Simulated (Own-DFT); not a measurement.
# Computed records: SiC (2H silicon carbide, atoms displaced)

A calculation, not a measurement: plane-wave PBE density functional theory by an unreviewed code, no spin, of a simulated periodic cell, stress positive in tension, free energy of the whole cell less one offset for each atom, forces on such cells passed a denser k mesh, this cell's mesh not checked; offsets are fitted by least squares, one for each functional and potential file, so energies compare only between cells with the same atoms and settings and are not formation energies; the far tail of each file's local potential was reset to the Coulomb form; each entry is a single point on an unrelaxed cell, so the pressure reflects the starting lattice, mostly measured values (interpolated for alloys), from which strain is counted, and rises with the displacements; printed positions are rounded, which can move forces by about a meV/angstrom; the program, named Own-DFT, is a retired in-house code; no spin-orbit coupling. Program: Own-DFT development build.

### SiC (2H silicon carbide, atoms displaced)

```
CELL_PARAMETERS angstrom
6.16540 0.00000 0.00000
-3.08270 5.33940 0.00000
0.00000 0.00000 10.06810
ATOMIC_POSITIONS crystal
Si 0.98778 0.97586 0.00409
Si 0.18205 0.34369 0.24362
C 0.00276 0.99916 0.18191
C 0.15582 0.33601 0.43855
Si 0.98679 0.98912 0.49598
Si 0.18272 0.34556 0.75503
C 0.99415 0.99865 0.68095
C 0.17284 0.32191 0.93784
Si 0.01185 0.50517 0.99693
Si 0.16489 0.82957 0.24157
C 0.99459 0.48650 0.19814
C 0.17673 0.84392 0.44151
Si 0.00467 0.50343 0.49537
Si 0.15633 0.83772 0.74783
C 0.00778 0.51839 0.68554
C 0.17715 0.83449 0.93838
Si 0.51039 0.98893 0.99792
Si 0.67051 0.32850 0.24238
C 0.49953 0.00642 0.18012
C 0.68037 0.33618 0.42920
Si 0.49860 0.98704 0.49720
Si 0.66216 0.32955 0.75346
C 0.48652 0.98972 0.69387
C 0.65256 0.32618 0.93753
Si 0.50692 0.50562 0.00376
Si 0.65622 0.82491 0.25658
C 0.50201 0.51628 0.19009
C 0.66139 0.84122 0.44109
Si 0.49660 0.51356 0.50456
Si 0.66324 0.83901 0.74235
C 0.51804 0.51901 0.68394
C 0.66721 0.84526 0.94073
```

- functional: PBE
- potential files: PseudoDojo norm-conserving, scalar-relativistic, standard set
- wave cutoff: 42 hartree
- occupations: Fermi-Dirac
- smearing width: 0.1 eV
- hardware: one NVIDIA H100
- k mesh: 5 x 5 x 3 centred on Gamma
- free energy of cell above offsets: -2.311 eV
- pressure: 5.57 GPa
- stress xx: -6.62 GPa
- stress yy: -3.82 GPa
- stress zz: -6.28 GPa
- stress yz: -1.63 GPa
- stress xz: 0.88 GPa
- stress xy: 0.72 GPa
- wall time: 117.7 s

Force:
```csv
element,x (eV/Å),y (eV/Å),z (eV/Å)
Si,0.899,2.204,-1.653
Si,-1.321,-2.115,1.876
C,-0.682,-0.19,2.398
C,2.446,-0.691,-0.775
Si,1.505,2.177,0.298
Si,-1.197,-0.439,-1.922
C,-0.214,1.422,1.271
C,-0.684,0.489,0.961
Si,-0.553,-1.623,0.289
Si,0.119,0.434,1.641
C,0.733,1.909,-3.24
C,-1.066,-1.056,-1.982
Si,-1.172,0.448,0.748
Si,0.497,-0.202,0.527
C,0.145,-2.5,0.591
C,-0.947,-0.539,-0.303
Si,-3.564,2.476,0.513
Si,-1.481,0.283,1.632
C,0.604,-1.476,1.217
C,-2.046,-0.335,1.444
Si,-2.201,3.756,1.496
Si,0.74,0.805,-1.355
C,0.177,1.641,-1.584
C,1.766,0.907,0.789
Si,-0.697,-0.382,-0.868
Si,0.448,2.856,-1.184
C,1.811,-1.616,-0.862
C,1.607,-1.836,-1.233
Si,1.156,-2.526,-1.988
Si,0.831,0.605,1.891
C,-0.599,-2.009,1.484
C,2.937,-2.877,-2.114
```
